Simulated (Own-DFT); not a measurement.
Hf₃₆O₇₁ (tetragonal hafnia with one neutral oxygen vacancy, atoms displaced) (calculated)

Computed with Own-DFT development build. A calculation, not a measurement: plane-wave PBE and HSE06 DFT by an unreviewed code, no spin, of a simulated cell at Gamma alone, so results move with cell size and shape, stress positive in tension, energies less offsets, not probed for a lower state with spin; hafnium file: forces about 75 meV/angstrom off all-electron values; oxygen file: force components 24 meV/angstrom off all-electron in a glass; k mesh not checked against a denser one; forces and stress are PBE's, HSE06 gives the energy alone, and its difference from PBE has offsets of its own; offsets are fitted by least squares, one for each functional and potential file, so energies compare only between cells with the same atoms and settings and are not formation energies; the far tail of each file's local potential was reset to the Coulomb form; each entry is a single point on an unrelaxed cell, so the pressure reflects the starting lattice, taken from the Materials Project, from which strain is counted, and rises with the displacements; printed positions are rounded, which can move forces by about a meV/angstrom; the program is a retired in-house code; no spin-orbit coupling.

Common to all runs: first functional PBE; second functional HSE06; exact exchange share 0.25; screening 0.11 1/bohr; exchange divergence Gygi-Baldereschi; potential files PseudoDojo norm-conserving, scalar-relativistic, made for PBE, standard set; wave cutoff 48 hartree; occupations fixed; k mesh 1 x 1 x 1 centred on Gamma.

(1) Hf₃₆O₇₁ (tetragonal hafnia with one neutral oxygen vacancy, atoms displaced)

```xyz
107
Lattice="10.7800 0.0000 0.0000 0.0000 10.7800 0.0000 0.0000 0.0000 10.4493" Properties=species:S:1:pos:R:3 Hf36O71
Hf    10.7023    10.7189    10.4083
Hf     1.7839     1.7907     2.7143
O     10.7238     1.8384     1.5661
O     10.7387     1.6601     4.1535
O      1.7541    10.7516     1.0959
Hf     0.0203    10.7663     5.2601
Hf     1.7406     1.7971     7.9188
O      0.0124     1.8815     6.7853
O      1.8217    10.6855     8.9158
O     10.6911     1.9173     9.4457
O      1.7088    10.7554     6.1302
Hf    10.7341     3.6487     0.0209
Hf     1.7589     5.2844     2.6868
O      0.1319     5.3053     1.5661
O      1.8436     3.5156     3.6462
O      0.0138     5.2910     4.0876
O      1.7901     3.6039     1.1241
Hf     0.0447     3.7470     5.1292
Hf     1.8826     5.3089     7.8328
O      0.0416     5.2915     6.8002
O      1.6923     3.5293     8.9740
O      0.0475     5.3860     9.4295
O      1.8517     3.5380     6.1525
Hf    10.7706     7.2368    10.3426
Hf     1.6813     9.1103     2.6108
O      0.0901     9.0152     1.5839
O      1.8203     6.9705     3.5277
O      0.0519     8.9570     4.2116
O      1.8861     7.1496     0.9187
Hf     0.0700     7.3040     5.2758
Hf     1.7532     8.9512     7.8755
O      0.1110     8.8473     6.8153
O      1.8370     7.2167     8.8658
O      0.1210     8.9575     9.5081
O      1.8403     7.2614     6.1161
Hf     3.6511    10.7403    10.3980
Hf     5.3476     1.7928     2.5265
O      3.5547     1.8122     1.4902
O      5.2628    10.7028     3.5941
O      3.5298     1.8235     4.2651
O      5.3888    10.6832     0.8305
Hf     3.5466    10.6886     5.1447
Hf     5.4119     1.7773     7.9382
O      3.7456     1.7673     6.8444
O      5.3289     0.0123     8.8560
O      3.4198     1.8862     9.4178
O      5.3057     0.0382     6.2304
Hf     3.5574     3.5410     0.1639
Hf     5.2909     5.4761     2.7579
O      3.5044     5.4621     1.4843
O      5.4260     3.6525     3.6629
O      3.3826     5.5146     4.1667
O      5.3929     3.8056     1.0187
Hf     3.7597     3.6261     5.2520
Hf     5.3264     5.3691     7.9516
O      3.4187     5.4333     6.8155
O      5.3491     3.6022     8.8105
O      3.6417     5.3123     9.5146
O      5.4756     3.5551     6.3007
Hf     3.5397     7.0937    10.4028
Hf     5.4061     9.0308     2.6279
O      3.5588     9.0178     1.4989
O      5.4574     7.0805     3.6460
O      3.6817     9.0009     4.2206
O      5.4480     7.0292     1.1111
Hf     3.6333     7.1792     5.3449
Hf     5.4019     8.9825     7.7500
O      3.6606     8.9442     6.8993
O      5.4702     7.1841     8.7385
O      3.5140     9.1135     9.4434
O      5.4116     7.1701     6.3150
Hf     7.2685     0.1718    10.4039
Hf     9.0323     1.7443     2.5244
O      7.2133     1.7492     1.5392
O      9.0527    10.6396     3.6659
O      7.3043     1.6535     4.2685
O      8.8825     0.0456     1.0067
Hf     7.2375     0.0039     5.0594
Hf     9.0126     1.7137     7.8274
O      7.1737     1.9148     6.7024
O      8.9156    10.7608     8.7846
O      7.0725     1.8010     9.5170
O      9.0546     0.0387     6.2268
Hf     7.2070     3.5935    10.4373
Hf     9.0219     5.3684     2.6956
O      7.1466     5.4147     1.5798
O      9.0018     3.7069     3.5209
O      7.1956     5.5303     4.1939
O      8.9247     3.6214     0.9213
Hf     7.2676     3.5626     5.2416
Hf     9.0676     5.2671     7.8578
O      7.1691     5.4081     6.9147
O      9.0270     3.6687     8.8646
O      7.1207     5.1870     9.5044
O      9.0405     3.5765     6.0780
Hf     7.0578     7.1701    10.3835
Hf     8.9986     9.1537     2.6450
O      7.2301     8.9486     1.5456
O      8.9661     7.2469     3.5652
O      7.0921     9.0216     4.1601
O      8.9882     7.1371     1.2060
Hf     7.1382     7.2064     5.1761
Hf     9.0467     9.0377     7.7432
O      7.0863     8.9415     6.8379
O      8.9668     7.1415     8.8801
O      7.0087     9.0165     9.3704
O      8.9520     7.1856     6.2560
```

```
PBE energy of cell above offsets : -86.576 eV
HSE06 less PBE above offsets     : 0.649 eV
PBE pressure                     : 5.77 GPa
PBE stress xx                    : -2.78 GPa
PBE stress yy                    : -9.03 GPa
PBE stress zz                    : -5.49 GPa
PBE stress yz                    : 0.06 GPa
PBE stress xz                    : -0.96 GPa
PBE stress xy                    : 0.27 GPa
```

Force:
```tsv
element	x (eV/Å)	y (eV/Å)	z (eV/Å)
Hf	2.827	1.819	1.626
Hf	-0.212	-0.8	-1.169
O	0.631	-0.414	0.134
O	0.296	1.418	-0.373
O	-0.743	0.675	-0.207
Hf	0.051	0.971	-1.896
Hf	2.147	0.453	-0.516
O	-0.747	-1.047	1.096
O	-1.899	2.071	-1.038
O	-0.382	-3.668	-0.714
O	2.145	-0.177	1.247
Hf	1.521	1.291	1.093
Hf	1.097	-0.009	-2.868
O	-2.652	-0.016	-0.289
O	-0.663	-0.093	0.857
O	-0.277	3.081	0.435
O	-0.245	-1.254	-0.466
Hf	1.04	-3.403	1.779
Hf	-3.852	-1.005	2.601
O	0.633	0.389	-0.465
O	0.271	1.321	-1.48
O	-0.355	0.843	-0.652
O	0.3	0.276	1.024
Hf	-0.84	-3.852	3.985
Hf	3.514	-1.421	-0.212
O	-3.124	0.536	-0.798
O	-1.54	5.69	1.187
O	0.72	1.001	-0.277
O	-2.706	0.803	-0.287
Hf	-1.764	-2.398	-1.645
Hf	3.845	0.343	0.679
O	-2.594	0.606	-0.147
O	0.085	-1.317	-1.282
O	-1.209	1.965	-2.364
O	-0.51	0.049	1.609
Hf	-1.696	0.786	0.32
Hf	-0.521	0.596	0.104
O	1.47	-0.279	2.01
O	0.818	3.33	-0.356
O	0.396	-0.71	-1.18
O	1.796	1.056	2.553
Hf	0.995	2.302	1.939
Hf	-0.873	0.222	-2.141
O	-2.769	0.626	0.333
O	-0.091	0.435	-0.37
O	0.773	-1.282	0.131
O	1.929	-0.766	-1.15
Hf	-0.069	0.933	-0.739
Hf	0.793	-2.153	-5.219
O	0.806	-0.741	1.89
O	-0.261	-2.086	0.387
O	3.076	-2.474	1.682
O	-0.335	-2.493	0.402
Hf	-1.404	-0.964	0.113
Hf	1.576	-0.566	-1.35
O	4.416	0.054	-1.278
O	-0.124	-1.177	0.904
O	-0.401	0.092	-2.42
O	-0.795	1.377	-0.95
Hf	0.782	1.608	1.947
Hf	-0.44	-2.547	-2.703
O	0.605	0.142	1.925
O	-0.613	4.708	2.17
O	-0.738	-2.299	-0.353
O	-1.605	1.374	-1.329
Hf	0.435	0.544	-2.025
Hf	0.419	1.295	2.441
O	-3.156	-0.128	-1.451
O	-0.563	-0.42	2.04
O	0.421	-3.505	-1.086
O	-0.758	-0.461	-1.029
Hf	-3.835	-5.33	0.285
Hf	-0.016	1.526	1.217
O	-1.27	-0.001	1.323
O	-0.57	4.885	1.952
O	-0.088	3.854	-3.102
O	3.282	-0.239	0.903
Hf	-1.93	-2.296	4.552
Hf	0.431	2.842	-1.871
O	1.37	-0.955	2.091
O	0.702	-0.147	1.307
O	0.842	1.589	-2.882
O	-1.412	-0.839	1.095
Hf	-1.739	0.731	2.453
Hf	-1.226	5.26	-4.352
O	0.959	-0.72	1.386
O	-0.611	-5.424	1.668
O	0.482	-2.855	0.628
O	1.095	-0.682	1.332
Hf	-1.291	0.981	0.036
Hf	-1.289	3.177	-1.249
O	0.675	-0.642	-0.171
O	-0.444	-3.271	-0.18
O	-0.259	4.39	-2.101
O	-0.042	0.429	1.234
Hf	1.827	-0.193	1.933
Hf	-0.995	-8.303	-3.987
O	-0.51	0.73	0.976
O	0.481	0.813	1.924
O	0.157	-0.279	-0.467
O	1.14	0.381	-3.554
Hf	1.19	-0.023	1.065
Hf	-3.107	-3.565	-0.198
O	3.87	0.719	-1.461
O	0.534	1.047	-0.461
O	1.353	0.39	0.803
O	1.134	0.869	-0.489
```

(2) Hf₃₆O₇₁ (tetragonal hafnia with one neutral oxygen vacancy, atoms displaced)

```xyz
107
Lattice="10.7800 0.0000 0.0000 0.0000 10.7800 0.0000 0.0000 0.0000 10.4493" Properties=species:S:1:pos:R:3 Hf36O71
Hf    10.7464    10.7554    10.4428
Hf     1.8249     1.7843     2.6321
O     10.7341     1.8590     1.5979
O      1.7888     0.0090     3.6703
O     10.7569     1.8298     4.1776
O      1.7912     0.0340     1.0341
Hf     0.0855     0.0092     5.2028
Hf     1.7901     1.8022     7.8423
O      0.0085     1.7473     6.8644
O      1.7748     0.0333     8.8475
O      0.0131     1.8326     9.4307
O      1.7923     0.0056     6.2739
Hf     0.0494     3.6077    10.4083
Hf     1.8334     5.3729     2.6617
O      0.0238     5.3632     1.5444
O      1.8207     3.6208     3.6374
O      0.0382     5.4057     4.2129
O      1.7350     3.6024     1.0407
Hf     0.0233     3.5598     5.2128
Hf     1.7561     5.3984     7.7957
O     10.7145     5.4154     6.8534
O      1.7747     3.5458     8.8916
O      0.0353     5.3925     9.4006
O      1.8092     3.5749     6.2881
Hf    10.7353     7.2093     0.0502
Hf     1.8181     9.0017     2.5851
O     10.7636     9.0401     1.5601
O      1.7922     7.1672     3.6622
O     10.7204     9.0218     4.1732
O      1.8567     7.1369     1.0138
Hf     0.0251     7.1138     5.2504
Hf     1.7628     9.0052     7.8506
O     10.7755     8.9811     6.7973
O      1.8019     7.1734     8.8236
O      0.0033     9.0292     9.4499
O      1.7534     7.1212     6.2958
Hf     3.6279     0.0035    10.4091
Hf     5.3535     1.7971     2.6079
O      3.5842     1.8147     1.5564
O      5.3958    10.7504     3.6693
O      3.5694     1.7818     4.2243
O      5.4180     0.0293     0.9892
Hf     3.5970    10.7455     5.2177
Hf     5.4221     1.7939     7.8337
O      3.6127     1.7658     6.7908
O      5.3440    10.7655     8.8556
O      3.5363     1.7830     9.3877
O      5.4197     0.0021     6.2718
Hf     3.5962     3.5534    10.4137
Hf     5.4079     5.4249     2.5478
O      3.5768     5.4137     1.5090
O      5.3656     3.5975     3.6142
O      3.5651     5.3635     4.1953
O      5.3648     3.5923     1.0409
Hf     3.6158     3.5841     5.2165
Hf     5.3883     5.3843     7.8821
O      3.6305     5.3300     6.8662
O      5.3648     3.5780     8.8173
O      3.6223     5.3601     9.4489
O      5.3983     3.6260     6.2507
Hf     3.5894     7.1843     0.0080
Hf     5.3731     8.9460     2.5967
O      3.6192     9.0075     1.5979
O      5.4132     7.2118     3.6478
O      3.5569     9.0139     4.2426
O      5.3991     7.1291     1.0145
Hf     3.5645     7.2406     5.2645
Hf     5.3680     8.9514     7.8945
O      3.5697     9.0057     6.8007
O      5.3389     7.2419     8.8699
O      3.6118     8.9779     9.4014
O      5.3692     7.1752     6.2575
Hf     7.1539    10.7662    10.4114
Hf     8.9997     1.8164     2.6431
O      7.1377     1.7777     1.5682
O      8.9644    10.7198     3.6139
O      7.1629     1.7572     4.2109
O      8.9241    10.7435     1.0233
Hf     7.1648     0.0111     5.2042
Hf     8.9794     1.8621     7.8570
O      7.1788     1.7550     6.7816
O      9.0083     0.0477     8.8543
O      7.1744     1.8017     9.4253
O      8.9747    10.7768     6.2616
Hf     7.1615     3.6129    10.3988
Hf     9.0156     5.3879     2.5865
O      7.1796     5.4219     1.6452
O      8.9978     3.5716     3.5978
O      7.1703     5.3441     4.2198
O      9.0058     3.5848     1.0415
Hf     7.1816     3.5226     5.1887
Hf     8.9392     5.4320     7.8264
O      7.1608     5.4397     6.8131
O      8.9651     3.5994     8.8345
O      7.1825     5.3720     9.4227
O      9.0100     3.6047     6.2119
Hf     7.2051     7.1748     0.0157
Hf     8.9812     8.9377     2.6277
O      7.1575     8.9781     1.5894
O      8.9587     7.2107     3.6623
O      7.1874     9.0200     4.2961
O      8.9642     7.2308     1.0236
Hf     7.1839     7.1556     5.2583
Hf     8.9508     8.9347     7.8089
O      7.1630     8.9423     6.7773
O      9.0329     7.2250     8.8745
O      7.1261     8.9973     9.4404
```

```
PBE energy of cell above offsets : -100.651 eV
HSE06 less PBE above offsets     : -0.108 eV
PBE pressure                     : 0.62 GPa
PBE stress xx                    : 0.57 GPa
PBE stress yy                    : -1.35 GPa
PBE stress zz                    : -1.09 GPa
PBE stress yz                    : -0.32 GPa
PBE stress xz                    : -0.03 GPa
PBE stress xy                    : -0.03 GPa
```

Force:
```tsv
element	x (eV/Å)	y (eV/Å)	z (eV/Å)
Hf	-0.582	1.406	0.336
Hf	-0.858	0.516	-1.002
O	0.882	-0.706	0.439
O	-0.019	-0.26	-0.304
O	0.327	-0.546	0.34
O	0.348	-0.294	0.037
Hf	-2.164	-0.445	0.579
Hf	0.392	-0.032	-0.083
O	-0.235	0.542	-0.783
O	0.123	-0.927	0.254
O	-0.218	-0.611	0.074
O	0.368	-0.235	-0.322
Hf	-0.54	-0.3	0.659
Hf	0.283	0.211	-1.172
O	-0.537	0.979	0.773
O	-0.202	-1.002	0.335
O	-0.341	-0.806	-0.174
O	1.62	-0.197	0.015
Hf	-0.133	0.252	0.375
Hf	0.52	-0.441	1.014
O	0.33	0.34	-0.822
O	0.246	1.178	-0.327
O	-0.279	0.677	0.242
O	-0.507	0.305	-0.57
Hf	1.539	-0.475	-0.922
Hf	-0.813	-0.146	0.295
O	0.703	-0.792	0.254
O	0.083	0.993	-0.199
O	0.823	-1.111	0.369
O	-1.49	0.97	0.247
Hf	-1.162	1.539	-0.14
Hf	0.048	0.162	0.168
O	-0.17	-0.58	0.234
O	0.109	0.445	0.322
O	0.218	-1.272	-0.333
O	0.868	-0.016	-0.448
Hf	-0.465	0.168	0.136
Hf	0.924	-0.205	-0.149
O	-0.023	-0.094	0.267
O	-0.542	0.138	-0.781
O	-0.073	0.006	-0.624
O	-1.124	-0.211	0.237
Hf	0.801	1.139	1.319
Hf	-0.526	-0.735	-0.965
O	0.035	0.254	0.356
O	0.094	0.451	0.203
O	0.569	-0.034	0.348
O	-0.767	-0.115	-0.196
Hf	-0.915	0.507	0.597
Hf	-1.082	-0.512	1.051
O	0.325	-0.229	1.156
O	0.006	-0.176	0.009
O	0.068	0.951	0.272
O	0.462	0.294	-0.723
Hf	0.183	0.162	0.491
Hf	-0.698	0.417	-0.793
O	-0.767	0.339	-0.301
O	0.269	0.019	0.826
O	0.087	0.402	-0.233
O	0.431	-0.314	-0.254
Hf	-0.015	-0.867	-0.675
Hf	1.179	0.832	0.708
O	-0.41	-0.134	-0.232
O	-0.359	-0.364	-0.241
O	-0.177	-1.08	-0.843
O	0.076	0.268	0.055
Hf	0.44	-0.952	-0.089
Hf	0.145	0.912	-1.479
O	-0.153	-0.429	0.098
O	0.452	-1.621	0.419
O	-0.394	0.289	0.453
O	-0.409	0.067	-0.125
Hf	1.132	0.813	0.881
Hf	-0.648	-1.292	-1.322
O	0.418	0.433	0.601
O	0.07	1.2	-0.19
O	0.066	0.931	-0.699
O	0.494	0.048	-0.506
Hf	0.964	-0.596	0.961
Hf	0.258	-1.741	-0.692
O	0.193	0.838	0.474
O	-0.261	-0.659	-0.017
O	-0.295	0.318	-0.399
O	0.396	-0.06	-0.644
Hf	0.756	-1.532	1.535
Hf	-0.035	-0.707	0.419
O	0.896	0.07	-0.977
O	-0.083	1.029	0.593
O	0.152	0.304	0.009
O	-1.121	0.603	-0.791
Hf	-0.121	0.645	0.31
Hf	0.234	-0.402	-0.06
O	0.561	0.329	0.329
O	-0.334	0.809	0.251
O	-0.092	1.001	0.01
O	-0.414	-0.194	0.034
Hf	-0.801	0.756	-0.029
Hf	-0.259	1.753	0.345
O	-0.197	-0.554	0.173
O	0.056	-1.264	0.179
O	-0.084	-1.516	-1.013
O	0.173	-0.434	0.287
Hf	0.195	0.441	-0.151
Hf	0.148	2.241	-0.815
O	0.443	-0.736	1.194
O	-0.458	-0.752	0.04
O	0.356	-0.987	-0.384
```
